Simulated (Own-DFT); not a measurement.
# How much smaller does PBEsol make it? L1_0 TiAl, 32 atoms (Al16Ti16)

Source: density functional calculations with Own-DFT, an unreviewed in-house program that is no longer used. Nothing was measured or relaxed, and spin and spin-orbit coupling are left out.

Caveats: forces on such cells failed a check on a denser k mesh; stress not checked against mesh or cutoff.

Each geometry was run with PBE and with PBEsol, otherwise alike: PseudoDojo norm-conserving scalar-relativistic files made for PBE; cutoff 42 hartree; 4 x 4 x 4 k mesh centred on Gamma; cold (Marzari-Vanderbilt) smearing of 0.2 eV. Unstrained cell vectors in Å: (5.622, 5.621, 0.000); (-5.622, 5.621, 0.000); (0.000, 0.000, 8.133). Each has a uniform strain, of which the change of volume is shown, and random moves of rms u per axis.

```
run  volume change (%)   u (Å)  P with PBE (GPa)  P with PBEsol (GPa)
  1               2.09  0.0496             -0.59                -3.34
  2               2.95  0.0503             -1.36                -4.08
  3              -2.28  0.0534              5.04                 2.09
  4              -2.75  0.0506              5.33                 2.36
  5              -2.77  0.0415              5.11                 2.14
  6              -2.04  0.0500              4.58                 1.64
  7               0.23  0.0524              1.58                -1.25
  8               1.74  0.0463             -0.19                -2.96
  9              -1.74  0.0473              4.01                 1.09
 10              -2.21  0.0487              4.69                 1.74
 11              -0.65  0.0468              2.69                -0.18
 12               1.79  0.0517             -0.26                    ?
```

Q: by how much does PBEsol shrink this cell, and what belongs in the blank?

## Answer

Write v for the change of volume as a fraction. Fitted to v and u², the PBE pressure has a slope of -121 ± 2 GPa in v, with the ions held to the strained lattice. The difference PBEsol less PBE is -2.85 + 4.5 v GPa (slope ± 0.1) and averages -2.88 GPa. Divided by the mean slope of the two, 119 GPa, that makes PBEsol's volume at a given pressure, near 1 GPa, about 2.4 % smaller, or 0.81 % in lengths. At one volume PBEsol's slope is the smaller by 4 GPa, but its pressure there is lower too. If stiffness rises by about 4 GPa for each GPa, PBEsol at equal pressure is stiffer by about 7 GPa. Files made for PBEsol would give a different shift.

For run 12 the line gives -3.03 GPa. The hidden result is -3.02 GPa.
